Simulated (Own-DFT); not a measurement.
## Calculated data, SiC (2H silicon carbide, atoms displaced), AlN (wurtzite, strained, atoms displaced)

All values are calculated (Own-DFT development build). A calculation, not a measurement: plane-wave PBE density functional theory by an unreviewed code, no spin, of a simulated periodic cell, stress positive in tension, free energy of the whole cell less one offset for each atom, forces on such cells passed a denser k mesh, this cell's mesh not checked; offsets are fitted by least squares, one for each functional and potential file, so energies compare only between cells with the same atoms and settings and are not formation energies; the far tail of each file's local potential was reset to the Coulomb form; each entry is a single point on an unrelaxed cell, so the pressure reflects the starting lattice, mostly measured values (interpolated for alloys), from which strain is counted, and rises with the displacements; printed positions are rounded, which can move forces by about a meV/angstrom; the program, named Own-DFT, is a retired in-house code; no spin-orbit coupling.

Common to all runs: functional PBE; potential files PseudoDojo norm-conserving, scalar-relativistic, standard set; wave cutoff 42 hartree; occupations Fermi-Dirac; smearing width 0.1 eV; hardware one NVIDIA H100.

(1) SiC (2H silicon carbide, atoms displaced)

```
SiC
1.0
      6.1654     0.0000     0.0000
     -3.0827     5.3394     0.0000
      0.0000     0.0000    10.0681
Si C Si C Si C Si C Si C Si C Si C Si C
2 2 2 2 2 2 2 2 2 2 2 2 2 2 2 2
Direct
  0.01074 0.01081 0.99815
  0.15906 0.33298 0.25824
  0.00024 0.99359 0.18582
  0.15772 0.33717 0.43829
  0.00620 0.00792 0.50246
  0.18208 0.32916 0.74888
  0.02173 0.01157 0.69190
  0.17365 0.32359 0.93213
  0.00727 0.51858 0.01279
  0.15454 0.83187 0.24658
  0.99801 0.50013 0.18867
  0.16609 0.84659 0.43713
  0.00552 0.49384 0.49511
  0.18779 0.84463 0.74501
  0.00422 0.51335 0.70023
  0.16237 0.81408 0.93701
  0.50404 0.01826 0.00464
  0.64439 0.33255 0.24126
  0.50426 0.99182 0.19682
  0.66676 0.34509 0.42950
  0.50013 0.99946 0.49941
  0.65519 0.32481 0.75455
  0.49647 0.99168 0.68669
  0.68311 0.33423 0.93904
  0.50286 0.49530 0.99406
  0.65409 0.83292 0.25476
  0.49448 0.50287 0.20050
  0.66181 0.83182 0.42939
  0.49800 0.49994 0.50315
  0.67375 0.84330 0.75598
  0.50864 0.50530 0.68444
  0.66947 0.83429 0.93239
```

* k mesh: 5 x 5 x 3 centred on Gamma
* free energy of cell above offsets: -1.899 eV
* pressure: 5.87 GPa
* stress xx: -3.61 GPa
* stress yy: -4.91 GPa
* stress zz: -9.09 GPa
* stress yz: 1.14 GPa
* stress xz: -0.41 GPa
* stress xy: 1.99 GPa
* wall time: 122.8 s

Force:
```csv
element,x (eV/Å),y (eV/Å),z (eV/Å)
Si,-0.169,-2.111,-0.072
Si,0.262,-0.654,-2.036
C,-1.774,1.296,0.167
C,2.268,-0.878,0.547
Si,-0.939,-0.937,-0.152
Si,-2.276,2.202,0.214
C,-1.426,-1.284,-1.175
C,-0.365,1.672,1.408
Si,1.575,-2.883,-2.813
Si,1.535,0.097,1.425
C,-0.712,-0.431,1.37
C,0.932,-1.283,-0.149
Si,-3.654,2.29,2.107
Si,-2.324,-2.273,1.917
C,0.748,-2.323,-2.385
C,0.094,4.249,-0.081
Si,0.956,-3.161,-0.106
Si,2.874,-0.478,2.211
C,-3.068,1.612,-2.446
C,0.588,-1.165,1.442
Si,-0.258,0.956,-1.226
Si,2.01,1.496,-1.278
C,1.976,1.859,-0.347
C,-1.436,0.616,0.734
Si,-0.587,0.869,1.172
Si,2.861,-0.357,-1.529
C,-1.419,0.019,-3.092
C,0.362,0.452,3.961
Si,0.566,0.519,-1.625
Si,1,-0.607,-2.068
C,-0.006,0.222,1.273
C,-0.194,0.4,2.631
```

(2) SiC (2H silicon carbide, atoms displaced)

```
SiC
1.0
      6.1654     0.0000     0.0000
     -3.0827     5.3394     0.0000
      0.0000     0.0000    10.0681
Si C Si C Si C Si C Si C Si C Si C Si C
2 2 2 2 2 2 2 2 2 2 2 2 2 2 2 2
Direct
  0.01032 0.00802 0.00137
  0.15131 0.32135 0.24542
  0.98585 0.00433 0.19431
  0.16448 0.32348 0.43820
  0.98397 0.99176 0.51289
  0.16546 0.34674 0.73332
  0.97484 0.98923 0.68756
  0.18571 0.34073 0.93916
  0.99084 0.49039 0.00100
  0.17101 0.84817 0.25030
  0.00906 0.51581 0.19827
  0.16514 0.83403 0.44024
  0.00089 0.49627 0.49683
  0.16049 0.83742 0.74234
  0.99858 0.49880 0.69743
  0.17039 0.83886 0.93884
  0.48758 0.99537 0.99720
  0.66764 0.33631 0.24745
  0.52365 0.02442 0.18426
  0.66949 0.33451 0.42898
  0.49574 0.99281 0.50393
  0.66047 0.33155 0.75083
  0.49105 0.99582 0.68502
  0.66663 0.31886 0.93240
  0.49255 0.48408 0.98842
  0.67557 0.85077 0.24661
  0.48240 0.47552 0.18769
  0.67839 0.81790 0.44210
  0.48201 0.48798 0.51129
  0.64530 0.82955 0.75168
  0.50897 0.49895 0.68663
  0.65648 0.80908 0.94308
```

- k mesh: 5 x 5 x 3 centred on Gamma
- free energy of cell above offsets: -1.628 eV
- pressure: 5.88 GPa
- stress xx: -6.31 GPa
- stress yy: -5.14 GPa
- stress zz: -6.19 GPa
- stress yz: -0.41 GPa
- stress xz: -1.91 GPa
- stress xy: -1.83 GPa
- wall time: 131.7 s

Force:
```csv
element,x (eV/Å),y (eV/Å),z (eV/Å)
Si,-1.233,-0.868,-0.333
Si,1.114,2.6,1.687
C,2.855,-0.586,-2.391
C,-0.874,-0.148,0.86
Si,1.691,0.41,-3.436
Si,1.913,-2.637,3.386
C,0.888,1.354,2.042
C,-4.052,-1.937,-2.094
Si,1.373,1.291,0.336
Si,0.639,0.172,0.706
C,-0.499,-0.808,-2.247
C,0.19,0.137,0.445
Si,-0.811,-0.011,-0.266
Si,-0.505,-0.168,1.796
C,-1.778,1.049,-2.541
C,-1.181,-1.356,-0.706
Si,2.423,-0.484,0.765
Si,-0.355,1.553,0.503
C,-1.581,-2.484,-0.159
C,-0.434,-0.96,3.135
Si,0.882,0.666,-2.639
Si,1.226,-0.667,-0.346
C,-0.439,0.671,0.956
C,-0.459,0.498,0.494
Si,2.168,0.842,3.578
Si,-1.754,-3.991,1.624
C,0.09,2.281,-1.103
C,-3.396,0.242,-0.707
Si,2.385,0.498,-4.453
Si,1.59,-0.177,1.04
C,-1.856,0.022,1.349
C,-0.219,2.994,-1.281
```

(3) AlN (wurtzite, strained, atoms displaced)

```
AlN
1.0
     12.2484     0.0925     0.0728
     -6.0441    10.5452    -0.2111
      0.0582    -0.1615    10.0572
Al N Al N Al N Al N Al N Al N Al N Al N Al N Al N Al N Al N Al N Al N Al N Al N Al N Al N Al N Al N Al N Al N Al N Al N Al N Al N Al N Al N Al N Al N Al N Al N
2 2 2 2 2 2 2 2 2 2 2 2 2 2 2 2 2 2 2 2 2 2 2 2 2 2 2 2 2 2 2 2 2 2 2 2 2 2 2 2 2 2 2 2 2 2 2 2 2 2 2 2 2 2 2 2 2 2 2 2 2 2 2 2
Direct
  0.07829 0.16434 0.99808
  0.16396 0.08420 0.25882
  0.07470 0.16047 0.18878
  0.17100 0.08602 0.43980
  0.08983 0.16627 0.49600
  0.17124 0.08515 0.74762
  0.08311 0.16594 0.70060
  0.16168 0.08430 0.94220
  0.08264 0.41335 0.00370
  0.17233 0.34319 0.24313
  0.09071 0.41589 0.18774
  0.16598 0.32811 0.45008
  0.07554 0.41014 0.49971
  0.16333 0.33207 0.74821
  0.08788 0.41825 0.69036
  0.17030 0.34034 0.93603
  0.08552 0.66060 0.99295
  0.17277 0.59200 0.24727
  0.08537 0.66136 0.19701
  0.16505 0.58883 0.44296
  0.08035 0.66323 0.50465
  0.16595 0.58882 0.75089
  0.08093 0.66454 0.68773
  0.16581 0.58265 0.93401
  0.08300 0.91393 0.00520
  0.16858 0.83011 0.24223
  0.08534 0.91374 0.19556
  0.17173 0.83653 0.44483
  0.07932 0.91962 0.49697
  0.16581 0.83269 0.75004
  0.07819 0.91049 0.69525
  0.16324 0.83440 0.93323
  0.33844 0.16615 0.00158
  0.41103 0.07602 0.24640
  0.32956 0.15454 0.19375
  0.42236 0.08600 0.44455
  0.33042 0.16820 0.50061
  0.42744 0.08737 0.75024
  0.33866 0.16994 0.68916
  0.41922 0.08404 0.94200
  0.33097 0.41829 0.00299
  0.42672 0.34486 0.24374
  0.33043 0.41609 0.19481
  0.41708 0.33092 0.44442
  0.32535 0.41044 0.49559
  0.42163 0.33196 0.74939
  0.33252 0.41975 0.69111
  0.41824 0.34007 0.94001
  0.33030 0.66061 0.98777
  0.41034 0.58000 0.25603
  0.33710 0.67148 0.19085
  0.41725 0.58376 0.45383
  0.33371 0.65894 0.50628
  0.41626 0.58115 0.74262
  0.33531 0.66916 0.70026
  0.41809 0.57963 0.94446
  0.33198 0.91692 0.00530
  0.41291 0.82840 0.25541
  0.33330 0.91938 0.19919
  0.41454 0.83474 0.44421
  0.33108 0.91860 0.50069
  0.42323 0.83487 0.74736
  0.33229 0.91484 0.69537
  0.42698 0.83837 0.93824
  0.58538 0.16228 0.01355
  0.66783 0.08501 0.24949
  0.58525 0.16523 0.18062
  0.66801 0.08695 0.43407
  0.58803 0.17220 0.50419
  0.67239 0.08810 0.75068
  0.57409 0.16248 0.68849
  0.67134 0.08967 0.93813
  0.57910 0.42235 0.00185
  0.67435 0.33834 0.24213
  0.59628 0.42644 0.18487
  0.66867 0.34091 0.43667
  0.57961 0.41680 0.50521
  0.66781 0.32912 0.74405
  0.58969 0.41584 0.68371
  0.66974 0.32902 0.93232
  0.58217 0.66254 0.99695
  0.66361 0.58815 0.25082
  0.57841 0.66751 0.18936
  0.66315 0.58212 0.43821
  0.57686 0.66751 0.49033
  0.66047 0.57799 0.73769
  0.58430 0.66607 0.67552
  0.66502 0.57935 0.94763
  0.58096 0.90926 0.99979
  0.66259 0.83335 0.25144
  0.58553 0.91520 0.18613
  0.66737 0.83774 0.44665
  0.58262 0.91778 0.50247
  0.66982 0.83276 0.74947
  0.58586 0.91544 0.68194
  0.66725 0.83087 0.94805
  0.82765 0.16754 0.98949
  0.91205 0.08828 0.24731
  0.83350 0.16165 0.18636
  0.92169 0.08078 0.44291
  0.83656 0.16444 0.49648
  0.92028 0.09247 0.75466
  0.83640 0.16721 0.69339
  0.91145 0.08278 0.93745
  0.82963 0.41256 0.00117
  0.91595 0.32709 0.24635
  0.83627 0.41562 0.18810
  0.92131 0.33787 0.44022
  0.84304 0.41852 0.50803
  0.91558 0.33513 0.74974
  0.83760 0.42039 0.68713
  0.91768 0.33911 0.93902
  0.82875 0.66129 0.99561
  0.91904 0.58613 0.24881
  0.83502 0.66624 0.19013
  0.92114 0.58224 0.43913
  0.83467 0.67059 0.49398
  0.90708 0.58504 0.75228
  0.82821 0.66975 0.69102
  0.91741 0.58373 0.93679
  0.82821 0.90960 0.99829
  0.92115 0.83694 0.25258
  0.83472 0.91233 0.18998
  0.91548 0.83212 0.44168
  0.83486 0.91072 0.50062
  0.91998 0.83691 0.74666
  0.83363 0.91565 0.69671
  0.92731 0.83884 0.94543
```

* k mesh: 2 x 2 x 2 centred on Gamma
* free energy of cell above offsets: -50.788 eV
* pressure: 11.59 GPa
* stress xx: -17.96 GPa
* stress yy: -13.36 GPa
* stress zz: -3.46 GPa
* stress yz: -4.34 GPa
* stress xz: 0.88 GPa
* stress xy: 2.49 GPa
* wall time: 395.9 s

Force:
```csv
element,x (eV/Å),y (eV/Å),z (eV/Å)
Al,-0.272,0.607,0.263
Al,0.376,-0.118,-2.213
N,1.034,1.74,0.321
N,-0.253,-1.089,0.488
Al,-2.077,-0.322,1.907
Al,-0.241,-0.656,1.439
N,0.498,-0.235,-2.138
N,2.359,-0.262,-0.408
Al,-0.634,0.76,-1.033
Al,0.05,-4.032,2.097
N,-2.682,1.274,0.083
N,-1.398,0.851,-2.556
Al,2.194,2.333,0.979
Al,1.213,1.014,0.477
N,-1.731,-0.081,-0.456
N,0.02,-1.516,0.776
Al,-2.41,1.666,1.109
Al,0.977,-1.876,1.79
N,-1.502,0.973,-2.672
N,2.622,-2.071,-0.79
Al,-0.262,2.122,-0.329
Al,0.639,-0.986,-0.876
N,-1.054,-0.035,0.978
N,1.155,-0.995,0.734
Al,0.083,1.738,0.236
Al,-0.679,0.221,2.456
N,-0.245,0.502,-0.241
N,-1.956,-0.897,-1.093
Al,2.121,-0.849,1.08
Al,0.348,0.129,-0.578
N,0.95,1.996,-2.034
N,1.991,-0.982,1.912
Al,-2.14,0.2,0.181
Al,1.583,3.14,2.523
N,-1.283,2.972,-0.871
N,-0.733,-0.12,-0.92
Al,2.416,-0.242,0.154
Al,-3.75,-2.628,1.378
N,-0.334,-1.123,0.059
N,0.815,-0.378,-0.143
Al,0.105,-0.329,-0.57
Al,0.67,-2.501,1.326
N,1.545,0.479,-0.85
N,-0.828,0.879,-1.603
Al,1.902,1.115,1.983
Al,-1.236,1.374,0.155
N,0.841,-2.044,-0.793
N,0.322,-1.493,0.271
Al,0.461,1.805,1.095
Al,0.594,1.765,-0.121
N,-0.211,-2.033,-1.194
N,-0.607,-2.355,-3.066
Al,-3.268,2.347,0.674
Al,0.575,0.959,1.176
N,-0.211,-0.856,-1.129
N,-0.206,0.378,-1.394
Al,0.396,-0.106,-1.1
Al,0.747,2.364,0.344
N,0.986,-3.086,-2.325
N,1.245,-1.156,-0.267
Al,0.679,0.583,1.081
Al,-0.983,0.988,0.491
N,0.389,0.523,-0.528
N,-2.432,-1.629,-0.161
Al,-1.09,1.027,-5.175
Al,-0.101,-0.623,-0.347
N,-0.587,0.239,4.55
N,0.861,-0.211,1.063
Al,-0.816,0.156,-1.473
Al,-0.959,-1.09,-0.122
N,4.516,1.747,-0.974
N,-0.985,-2.529,-0.651
Al,2.238,-1.832,-0.573
Al,-0.783,-0.776,1.677
N,-1.605,-1.55,0.25
N,1.387,-0.808,0.255
Al,0.833,0.327,-1.894
Al,0.149,0.743,1.03
N,-0.967,-1.007,1.338
N,-1.508,0.104,0.874
Al,-0.581,0.787,1.097
Al,1.525,0.733,0.067
N,-0.204,-0.941,0.515
N,0.103,0.457,-0.116
Al,2.57,1.118,1.199
Al,0.249,1.656,1.391
N,-0.681,-0.177,1.97
N,-0.159,1.028,-2.583
Al,0.622,2.185,0.785
Al,1.473,0.517,0.287
N,-1.501,0.426,0.696
N,0.628,-0.795,-1.669
Al,-0.74,0.707,-1.061
Al,-0.379,-0.26,0.042
N,0.146,0.866,2.04
N,-0.163,-1.081,-2.254
Al,2.021,0.857,1.525
Al,2.741,-2.701,0.996
N,-2.375,1.423,-0.895
N,-0.359,-0.057,-0.627
Al,-0.55,0.207,0.621
Al,0.896,-2.274,-0.197
N,-1.202,0.738,-1.447
N,0.337,-0.206,0.617
Al,-0.463,1.363,-0.347
Al,0.161,1.472,0.373
N,0.682,0.141,-0.238
N,-0.418,-2.575,-1.321
Al,-2.693,0.631,-2.008
Al,1.173,0.936,0.382
N,-0.619,-0.994,0.839
N,1.14,-1.079,-0.094
Al,0.844,1.905,1.164
Al,0.079,-0.644,0.6
N,-0.631,0.168,-0.004
N,-1.333,0.126,-0.095
Al,0.065,-1.988,0.843
Al,1.696,0.542,-0.376
N,0.359,-0.562,-0.803
N,0.201,-0.794,0.514
Al,1.55,1.596,0.823
Al,-0.309,-0.874,-0.743
N,-1.384,0.65,0.241
N,0.978,0.102,-0.967
Al,-2.11,1.587,1.184
Al,-0.755,-0.449,2.062
N,-0.105,1.073,-1.111
N,-2.392,-2.179,-1.309
```
